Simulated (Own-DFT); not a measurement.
# Computed records: AlGa3N4 (wurtzite random alloy, strained, atoms displaced)

A calculation, not a measurement: plane-wave PBE density functional theory by an unreviewed code, no spin, of a simulated periodic cell, stress positive in tension, free energy of the whole cell less one offset for each atom, forces on such cells passed a denser k mesh, this cell's mesh not checked; offsets are fitted by least squares, one for each functional and potential file, so energies compare only between cells with the same atoms and settings and are not formation energies; the far tail of each file's local potential was reset to the Coulomb form; each entry is a single point on an unrelaxed cell, so the pressure reflects the starting lattice, mostly measured values, from which strain is counted, and rises with the displacements; printed positions are rounded, which can move forces by about a meV/angstrom; the program is a retired in-house code; no spin-orbit coupling. Program: Own-DFT development build.

Settings shared by all entries: functional PBE; potential files PseudoDojo norm-conserving, scalar-relativistic, standard set; wave cutoff 42 hartree; occupations Fermi-Dirac; smearing width 0.1 eV; k mesh 4 x 4 x 3 centred on Gamma.

```yaml
- entry: 1
  formula: AlGa3N4
  kind: "wurtzite random alloy, strained, atoms displaced"
  structure:
    cell_angstrom: [[9.7708, 0.0, 0.0], [-4.8854, 8.4617, 0.0], [0.0, 0.0, 10.2685]]
    atoms_fractional:
      - [Ga, 0.10986, 0.22208, 0.00011]
      - [Al, 0.22509, 0.1211, 0.24302]
      - ["N", 0.11995, 0.22875, 0.18745]
      - ["N", 0.22315, 0.11708, 0.44028]
      - [Ga, 0.11783, 0.22383, 0.49836]
      - [Ga, 0.2169, 0.10772, 0.75041]
      - ["N", 0.11726, 0.22955, 0.70006]
      - ["N", 0.21867, 0.11047, 0.93966]
      - [Ga, 0.11204, 0.55074, 0.00533]
      - [Ga, 0.23324, 0.44081, 0.24644]
      - ["N", 0.11477, 0.56028, 0.1901]
      - ["N", 0.22306, 0.44616, 0.43959]
      - [Al, 0.1059, 0.5527, 0.501]
      - [Ga, 0.22184, 0.43997, 0.74557]
      - ["N", 0.10774, 0.56058, 0.68713]
      - ["N", 0.2291, 0.45518, 0.92896]
      - [Ga, 0.10124, 0.88154, 0.00201]
      - [Ga, 0.21783, 0.78692, 0.25654]
      - ["N", 0.1084, 0.88684, 0.18647]
      - ["N", 0.21864, 0.77119, 0.44212]
      - [Ga, 0.11077, 0.88521, 0.49734]
      - [Al, 0.21918, 0.77112, 0.75126]
      - ["N", 0.11227, 0.8963, 0.68287]
      - ["N", 0.21711, 0.7723, 0.93562]
      - [Ga, 0.42464, 0.21406, 0.00927]
      - [Al, 0.5528, 0.11531, 0.24852]
      - ["N", 0.44724, 0.2281, 0.19372]
      - ["N", 0.55058, 0.11868, 0.43629]
      - [Ga, 0.4407, 0.21899, 0.4919]
      - [Ga, 0.55322, 0.11336, 0.74929]
      - ["N", 0.44433, 0.22364, 0.68507]
      - ["N", 0.5633, 0.11728, 0.94347]
      - [Ga, 0.44205, 0.56127, 0.99388]
      - [Ga, 0.5535, 0.44763, 0.26146]
      - ["N", 0.44561, 0.55985, 0.19357]
      - ["N", 0.56284, 0.44687, 0.43355]
      - [Ga, 0.45126, 0.56499, 0.50691]
      - [Ga, 0.5508, 0.44248, 0.74077]
      - ["N", 0.4507, 0.5559, 0.69438]
      - ["N", 0.55364, 0.44666, 0.94156]
      - [Ga, 0.44537, 0.89019, 0.99186]
      - [Ga, 0.56889, 0.78223, 0.25677]
      - ["N", 0.44312, 0.89426, 0.18899]
      - ["N", 0.55907, 0.77271, 0.43775]
      - [Al, 0.44333, 0.88616, 0.50276]
      - [Ga, 0.5549, 0.77636, 0.74515]
      - ["N", 0.44484, 0.89067, 0.68903]
      - ["N", 0.54904, 0.77289, 0.94066]
      - [Ga, 0.78672, 0.22196, 0.00218]
      - [Ga, 0.88446, 0.10784, 0.2561]
      - ["N", 0.78173, 0.22409, 0.1918]
      - ["N", 0.90155, 0.11888, 0.44201]
      - [Al, 0.77989, 0.22136, 0.49919]
      - [Al, 0.8815, 0.11298, 0.74704]
      - ["N", 0.78398, 0.22111, 0.70151]
      - ["N", 0.89441, 0.10717, 0.93813]
      - [Ga, 0.77664, 0.55653, 0.99865]
      - [Ga, 0.8873, 0.4395, 0.25099]
      - ["N", 0.78788, 0.56042, 0.18928]
      - ["N", 0.90275, 0.45797, 0.44186]
      - [Ga, 0.78239, 0.54727, 0.50455]
      - [Ga, 0.89774, 0.44131, 0.75468]
      - ["N", 0.7773, 0.55289, 0.68714]
      - ["N", 0.8915, 0.44369, 0.93855]
      - [Al, 0.76681, 0.88422, 0.00259]
      - [Al, 0.89998, 0.77495, 0.24629]
      - ["N", 0.76905, 0.88239, 0.19247]
      - ["N", 0.88315, 0.77217, 0.4404]
      - [Ga, 0.78148, 0.88677, 0.50077]
      - [Ga, 0.88571, 0.77431, 0.7496]
      - ["N", 0.77996, 0.8927, 0.68759]
      - ["N", 0.88411, 0.77059, 0.93686]
  results:
    "free_energy_of_cell_above_offsets [eV]": "6.862"
    "pressure [GPa]": -2.47
    "stress_xx [GPa]": 5.71
    "stress_yy [GPa]": 5.55
    "stress_zz [GPa]": -3.86
    "stress_yz [GPa]": -0.46
    "stress_xz [GPa]": -0.19
    "stress_xy [GPa]": -0.06
    force_element: [Ga, Al, "N", "N", Ga, Ga, "N", "N", Ga, Ga, "N", "N", Al, Ga, "N", "N", Ga, Ga, "N", "N", Ga, Al, "N", "N", Ga, Al, "N", "N", Ga, Ga, "N", "N", Ga, Ga, "N", "N", Ga, Ga, "N", "N", Ga, Ga, "N", "N", Al, Ga, "N", "N", Ga, Ga, "N", "N", Al, Al, "N", "N", Ga, Ga, "N", "N", Ga, Ga, "N", "N", Al, Al, "N", "N", Ga, Ga, "N", "N"]
    "force_x [eV/angstrom]": [0.087, 0.385, -0.321, 0.294, -0.18, 0.535, -1.29, -0.362, -0.317, -1.797, 0.186, -0.172, 1.515, -0.35, 1.237, -0.467, 0.816, 1.996, -0.718, 0.865, -0.634, -0.479, 0.707, -0.064, 2.279, 0.514, -0.456, 2.825, -0.482, 0.141, -0.184, -0.831, 0.954, 0.554, 0.907, -0.406, -0.044, 1.5, -1.314, -0.158, -0.726, -2.887, 0.287, -1.218, -0.204, 0.179, -0.557, 1.085, -0.678, 0.579, -0.804, -1.905, -0.177, 2.352, -1.085, -0.968, -0.019, 0.528, -0.645, -0.198, -1.04, -1.295, 0.217, 0.011, 0.783, -1.826, 2.918, 0.977, 0.125, 0.309, -0.257, -1.133]
    "force_y [eV/angstrom]": [0.666, -0.906, -1.449, -1.159, 0.919, 0.575, -2.008, -0.917, 0.653, 1.484, -0.495, 0.492, 0.529, 1.578, 0.157, -1.25, 0.098, -1.119, 1.739, 0.494, 0.402, 0.937, -1.454, 0.626, 1.627, -0.586, -0.999, -1.495, 1.101, 0.379, -0.459, -0.422, -1.196, 0.788, 0.237, -0.145, -1.652, -0.424, 0.48, -0.609, 0.149, -1.125, 0.577, 1.83, 0.25, 0.558, -0.744, 1.784, 0.126, 0.228, -0.983, -0.61, 0.572, -0.733, -0.033, -0.991, -1.259, 1.303, -0.011, -2.763, 0.934, 0.425, -0.176, -0.075, 0.179, -0.392, 1.193, 0.346, 0.211, 0.256, 0.453, 1.303]
    "force_z [eV/angstrom]": [-0.911, 1.08, 0.323, -1.86, 1.054, -0.334, -1.487, 0.393, -0.695, 0.874, 0.839, 0.746, -0.203, -0.102, -0.531, 1.659, -1.364, -1.224, 1.169, 0.885, -0.105, -0.434, 1.403, -0.198, -1.401, -0.493, 0.791, 0.084, 0.968, 0.611, 0.078, -0.258, 1.069, -3.746, -0.79, 3.664, -1.101, 1.779, -0.81, -0.426, 1.099, -1.221, 0.606, 1.868, -0.902, 0.723, -0.405, -0.598, -0.556, -1.017, 0.653, 0.561, 0.366, 0.899, -2.592, -0.099, 0.126, -0.334, 0.443, 0.033, -0.939, -0.394, 1.132, 0.984, -0.429, 0.938, -1.255, -1.229, -0.354, -0.693, 0.822, 0.771]
- entry: 2
  formula: AlGa3N4
  kind: "wurtzite random alloy, strained, atoms displaced"
  structure:
    cell_angstrom: [[9.7708, 0.0, 0.0], [-4.8854, 8.4617, 0.0], [0.0, 0.0, 10.2685]]
    atoms_fractional:
      - [Ga, 0.10716, 0.22072, 0.0102]
      - [Ga, 0.22894, 0.11654, 0.25493]
      - ["N", 0.10821, 0.22146, 0.19466]
      - ["N", 0.21892, 0.10727, 0.4258]
      - [Ga, 0.11316, 0.22252, 0.50228]
      - [Al, 0.2127, 0.10562, 0.75285]
      - ["N", 0.11546, 0.22059, 0.68999]
      - ["N", 0.23093, 0.12053, 0.93771]
      - [Al, 0.11183, 0.55547, 0.00188]
      - [Ga, 0.23045, 0.4423, 0.24536]
      - ["N", 0.11334, 0.55589, 0.17715]
      - ["N", 0.22934, 0.45042, 0.43898]
      - [Al, 0.11786, 0.56726, 0.50345]
      - [Ga, 0.22076, 0.43384, 0.75492]
      - ["N", 0.10959, 0.5584, 0.6858]
      - ["N", 0.22131, 0.44274, 0.94034]
      - [Al, 0.11656, 0.89703, 0.00862]
      - [Ga, 0.22449, 0.77962, 0.24897]
      - ["N", 0.10944, 0.88917, 0.19839]
      - ["N", 0.22877, 0.77943, 0.43901]
      - [Al, 0.10421, 0.88845, 0.49827]
      - [Ga, 0.22063, 0.78158, 0.74661]
      - ["N", 0.11586, 0.8894, 0.68358]
      - ["N", 0.22177, 0.77371, 0.93791]
      - [Al, 0.45336, 0.2235, 0.99978]
      - [Ga, 0.5494, 0.11209, 0.25009]
      - ["N", 0.45412, 0.2186, 0.18512]
      - ["N", 0.5651, 0.12024, 0.44871]
      - [Ga, 0.45121, 0.22933, 0.50423]
      - [Ga, 0.56611, 0.1165, 0.74986]
      - ["N", 0.44863, 0.21882, 0.69428]
      - ["N", 0.55283, 0.10865, 0.94263]
      - [Al, 0.45207, 0.55803, 0.00311]
      - [Ga, 0.55673, 0.44389, 0.24032]
      - ["N", 0.45336, 0.55024, 0.18737]
      - ["N", 0.54954, 0.44137, 0.43311]
      - [Ga, 0.44765, 0.55543, 0.50327]
      - [Ga, 0.56225, 0.45015, 0.76234]
      - ["N", 0.44316, 0.55529, 0.68347]
      - ["N", 0.5595, 0.4365, 0.9452]
      - [Ga, 0.43855, 0.8847, 0.99604]
      - [Al, 0.55531, 0.78738, 0.25349]
      - ["N", 0.44065, 0.89344, 0.19093]
      - ["N", 0.55415, 0.77308, 0.43851]
      - [Ga, 0.43208, 0.88584, 0.50103]
      - [Ga, 0.54768, 0.77118, 0.7449]
      - ["N", 0.44896, 0.88704, 0.69654]
      - ["N", 0.55286, 0.7821, 0.93713]
      - [Ga, 0.77496, 0.21649, 0.00234]
      - [Ga, 0.89061, 0.11375, 0.25225]
      - ["N", 0.77871, 0.23131, 0.18811]
      - ["N", 0.89868, 0.11863, 0.43403]
      - [Al, 0.77726, 0.22615, 0.49747]
      - [Ga, 0.89157, 0.1117, 0.7434]
      - ["N", 0.77895, 0.21827, 0.68249]
      - ["N", 0.89285, 0.11406, 0.94088]
      - [Ga, 0.78188, 0.55674, 0.00365]
      - [Ga, 0.89076, 0.44174, 0.25363]
      - ["N", 0.78115, 0.54815, 0.1914]
      - ["N", 0.88359, 0.44285, 0.44601]
      - [Ga, 0.78007, 0.5614, 0.50254]
      - [Ga, 0.88691, 0.44407, 0.74681]
      - ["N", 0.78307, 0.55741, 0.68649]
      - ["N", 0.90111, 0.44664, 0.93869]
      - [Ga, 0.77136, 0.88275, 0.0027]
      - [Ga, 0.89469, 0.78413, 0.25507]
      - ["N", 0.7725, 0.89305, 0.19863]
      - ["N", 0.89111, 0.77762, 0.43387]
      - [Ga, 0.77286, 0.8802, 0.50766]
      - [Ga, 0.88976, 0.78243, 0.75161]
      - ["N", 0.7721, 0.88688, 0.68944]
      - ["N", 0.88066, 0.76726, 0.9333]
  results:
    "free_energy_of_cell_above_offsets [eV]": "6.502"
    "pressure [GPa]": -2.54
    "stress_xx [GPa]": 6.16
    "stress_yy [GPa]": 6.83
    "stress_zz [GPa]": -5.38
    "stress_yz [GPa]": 0.21
    "stress_xz [GPa]": -0.53
    "stress_xy [GPa]": -0.12
    force_element: [Ga, Ga, "N", "N", Ga, Al, "N", "N", Al, Ga, "N", "N", Al, Ga, "N", "N", Al, Ga, "N", "N", Al, Ga, "N", "N", Al, Ga, "N", "N", Ga, Ga, "N", "N", Al, Ga, "N", "N", Ga, Ga, "N", "N", Ga, Al, "N", "N", Ga, Ga, "N", "N", Ga, Ga, "N", "N", Al, Ga, "N", "N", Ga, Ga, "N", "N", Ga, Ga, "N", "N", Ga, Ga, "N", "N", Ga, Ga, "N", "N"]
    "force_x [eV/angstrom]": [0.502, 0.049, 0.885, 0.352, 0.146, 1.685, 0.247, 0.052, 0.297, -0.818, 0.332, -1.189, 0.191, -0.582, 0.665, 0.68, 0.16, -0.239, 0.431, -2.625, 0.993, 0.978, -1.416, -1.492, -0.6, 1.944, -2.349, -0.501, -0.304, -0.505, -1.528, 0.088, -0.719, 1.301, -1.666, 0.751, -0.206, -0.117, 0.52, -1.106, -0.006, 0.336, 1.388, -0.392, 2.522, 0.331, -1.278, 0.874, 0.142, -0.725, 0.413, -1.394, 1.105, -0.443, 0.31, -0.152, 1.069, 0.293, -0.597, 1.411, -0.419, 0.889, -0.998, -0.928, 0.181, -1.052, 0.194, 0.183, -0.266, 0.313, 0.709, 0.696]
    "force_y [eV/angstrom]": [0.36, 0.062, -0.004, -0.458, 0.617, 0.54, -0.9, -1.386, -0.018, 0.69, 0.134, -0.033, -1.654, 1.451, -0.236, 0.862, -0.597, -0.845, 0.498, -0.707, 0.501, -0.71, 1.149, 0.271, -0.754, -0.025, 0.782, -1.1, -0.443, -0.88, 0.336, 0.437, -0.35, -0.529, 1.979, 0.604, -0.392, -0.668, -0.707, 0.973, 0.518, -0.81, -0.775, 0.815, 1.4, 0.24, 0.536, -1.709, 0.856, 0.215, -1.549, -0.48, -0.215, 0.025, 0.628, -1.005, -0.794, 0.644, 1.444, 0.617, -1.092, -0.082, 0.355, -0.317, 0.754, -1.018, -0.816, 0.4, 1.031, -0.576, 0.046, 1.864]
    "force_z [eV/angstrom]": [-1.41, -3.177, -0.143, 5.003, -1.33, -0.231, 0.189, 0.745, -1.924, 0.672, 2.324, 0.232, -0.75, -0.624, 0.086, 1.142, -0.985, -0.271, -1.834, 0.227, -0.723, 0.618, -0.054, 0.859, -0.29, 1.027, -0.682, -1.016, -0.233, 0.119, 0.315, -0.196, -0.735, 1.277, -0.767, 0.542, -1.859, -2.041, 2.339, 0.789, 0.211, -0.132, 0.052, -0.182, 0.751, 0.642, -1.032, 0.661, -0.594, -0.568, 0.761, 2.213, -0.083, 0.927, 0.178, -0.353, -0.234, -0.03, 0.085, -0.158, -1.253, 0.339, 1.107, 0.006, -0.142, -1.672, -0.903, 2.516, -2.181, -0.977, 0.82, 1.996]
- entry: 3
  formula: AlGa3N4
  kind: "wurtzite random alloy, strained, atoms displaced"
  structure:
    cell_angstrom: [[9.7708, 0.0, 0.0], [-4.8854, 8.4617, 0.0], [0.0, 0.0, 10.2685]]
    atoms_fractional:
      - [Ga, 0.09654, 0.21123, 0.99625]
      - [Ga, 0.22239, 0.10849, 0.25913]
      - ["N", 0.11626, 0.21637, 0.18536]
      - ["N", 0.22534, 0.11959, 0.43773]
      - [Ga, 0.12252, 0.22364, 0.50068]
      - [Ga, 0.22832, 0.10881, 0.75203]
      - ["N", 0.10331, 0.21959, 0.68246]
      - ["N", 0.23476, 0.11144, 0.94215]
      - [Ga, 0.10827, 0.55086, 0.01039]
      - [Ga, 0.23127, 0.44255, 0.24512]
      - ["N", 0.11325, 0.55918, 0.19198]
      - ["N", 0.22135, 0.44226, 0.44573]
      - [Ga, 0.10406, 0.5494, 0.50253]
      - [Al, 0.22468, 0.43371, 0.75146]
      - ["N", 0.11336, 0.56271, 0.68899]
      - ["N", 0.22493, 0.44457, 0.94343]
      - [Ga, 0.10984, 0.89145, 0.99114]
      - [Ga, 0.2204, 0.77737, 0.25286]
      - ["N", 0.10705, 0.88706, 0.19865]
      - ["N", 0.22727, 0.77289, 0.43953]
      - [Ga, 0.10233, 0.88694, 0.50216]
      - [Ga, 0.22212, 0.7771, 0.74772]
      - ["N", 0.11559, 0.89196, 0.69175]
      - ["N", 0.22355, 0.77323, 0.93542]
      - [Ga, 0.44919, 0.22478, 0.00716]
      - [Al, 0.56809, 0.12144, 0.24909]
      - ["N", 0.4544, 0.23433, 0.18424]
      - ["N", 0.55959, 0.11985, 0.43841]
      - [Al, 0.44692, 0.21713, 0.49794]
      - [Al, 0.55689, 0.11252, 0.74222]
      - ["N", 0.4406, 0.22659, 0.68987]
      - ["N", 0.55877, 0.10865, 0.93271]
      - [Ga, 0.44968, 0.55841, 0.99619]
      - [Ga, 0.54988, 0.44358, 0.24615]
      - ["N", 0.4446, 0.55947, 0.18959]
      - ["N", 0.55088, 0.43894, 0.44364]
      - [Ga, 0.44545, 0.54899, 0.50501]
      - [Ga, 0.55715, 0.44549, 0.74455]
      - ["N", 0.44784, 0.55637, 0.69524]
      - ["N", 0.56627, 0.44562, 0.93663]
      - [Ga, 0.45349, 0.89075, 0.99986]
      - [Ga, 0.55634, 0.78436, 0.25721]
      - ["N", 0.44458, 0.88994, 0.19183]
      - ["N", 0.55874, 0.78352, 0.44358]
      - [Ga, 0.44261, 0.892, 0.49914]
      - [Ga, 0.55709, 0.77731, 0.74901]
      - ["N", 0.45372, 0.89405, 0.68293]
      - ["N", 0.55601, 0.778, 0.92381]
      - [Ga, 0.77771, 0.21459, 0.00377]
      - [Ga, 0.88784, 0.11546, 0.24615]
      - ["N", 0.78093, 0.21877, 0.19672]
      - ["N", 0.89399, 0.11554, 0.44156]
      - [Ga, 0.786, 0.23469, 0.4969]
      - [Al, 0.88645, 0.10576, 0.74827]
      - ["N", 0.78607, 0.22315, 0.69549]
      - ["N", 0.8972, 0.11102, 0.93865]
      - [Al, 0.78426, 0.55787, 0.99385]
      - [Al, 0.88803, 0.44051, 0.24731]
      - ["N", 0.76712, 0.55436, 0.18429]
      - ["N", 0.88644, 0.45146, 0.4391]
      - [Al, 0.77441, 0.54721, 0.49686]
      - [Al, 0.88368, 0.44415, 0.74608]
      - ["N", 0.77943, 0.55718, 0.69621]
      - ["N", 0.88383, 0.45179, 0.9421]
      - [Ga, 0.77677, 0.88652, 0.9991]
      - [Ga, 0.88936, 0.77944, 0.24394]
      - ["N", 0.78514, 0.89744, 0.18894]
      - ["N", 0.89492, 0.79015, 0.44701]
      - [Ga, 0.78289, 0.88863, 0.49446]
      - [Ga, 0.87748, 0.77133, 0.7466]
      - ["N", 0.7814, 0.88826, 0.69569]
      - ["N", 0.89879, 0.78098, 0.94482]
  results:
    "stress_xx [GPa]": null
```

To be estimated
1. Estimate the stress xx of AlGa3N4 (wurtzite random alloy, strained, atoms displaced) (entry 3).

Calculated values
1. 4.9 GPa

Further results for AlGa3N4 (wurtzite random alloy, strained, atoms displaced) (entry 3):

- free energy of cell above offsets: 6.756 eV
- pressure: -2.62 GPa
- stress yy: 5.79 GPa
- stress zz: -2.82 GPa
- stress yz: -0.71 GPa
- stress xz: -0.15 GPa
- stress xy: -0.12 GPa

Force:
```csv
element,x (eV/Å),y (eV/Å),z (eV/Å)
Ga,3.613,1.917,0.824
Ga,0.116,-0.028,-2.337
N,-0.899,0.554,0.537
N,2.079,-0.893,1.607
Ga,-1.769,0.187,-0.512
Ga,-1.058,0.198,0.02
N,0.553,0.19,2.537
N,-1.369,0.167,-0.273
Ga,0.027,0.671,-2.366
Ga,-1.259,-0.353,0.792
N,-0.616,-1.414,1.312
N,0.226,0.417,-0.991
Ga,1.123,0.842,-0.209
Al,-1.088,0.973,0.024
N,-0.04,-2.148,0.742
N,-0.272,-0.682,-1.043
Ga,2.017,0.031,1.286
Ga,0.083,0.33,-0.366
N,0.883,0.41,-1.133
N,-1.359,0.323,0.429
Ga,2.069,0.733,0.075
Ga,0.558,0.309,0.044
N,-0.626,-0.443,-0.165
N,0.032,0.397,1.141
Ga,0.373,0.133,-2.503
Al,-1.416,-1.071,0.157
N,0.676,-2.094,2.585
N,-0.097,-0.05,-0.547
Al,-1.093,0.687,0.388
Al,0.244,0.008,0.58
N,1.988,-0.816,-1.318
N,0.107,0.321,0.206
Ga,0.172,-0.464,-0.152
Ga,0.259,0.979,0.562
N,0.593,0.661,-0.195
N,1.318,-0.071,-0.088
Ga,-0.883,0.938,-0.341
Ga,-0.02,-0.212,1.049
N,-0.955,-0.733,-0.268
N,-0.432,0.498,0.4
Ga,-1.203,-0.48,-0.483
Ga,0.398,-0.365,-0.706
N,0.192,1.405,0.057
N,0.32,-0.715,0.208
Ga,0.652,-0.105,-0.41
Ga,-0.247,0.402,-2.509
N,-0.688,0.585,1.222
N,0.511,0.106,3.897
Ga,-0.604,0.993,-1.275
Ga,2.298,-0.555,1.379
N,-1.438,1.533,-0.663
N,-0.272,0.148,-0.405
Ga,0.519,-1.606,0.766
Al,0.384,0.452,-0.31
N,-1.187,0.293,-0.325
N,-2.593,-1.189,-1.284
Al,-1.25,0.312,0.812
Al,-0.399,1.185,-0.169
N,1.878,-0.045,0.329
N,0.011,-0.117,-1.063
Al,-1.081,1.493,0.571
Al,1.315,0.261,1.183
N,0.561,-1.159,-2.116
N,1.576,-1.351,-0.636
Ga,0.266,-0.242,-0.352
Ga,-0.296,-0.446,0.654
N,-0.87,-0.831,0.016
N,-0.071,-3.175,-1.324
Ga,-1.509,1.143,1.108
Ga,1.566,1.12,0.887
N,-0.735,0.833,-0.781
N,-1.866,-1.288,-0.769
```
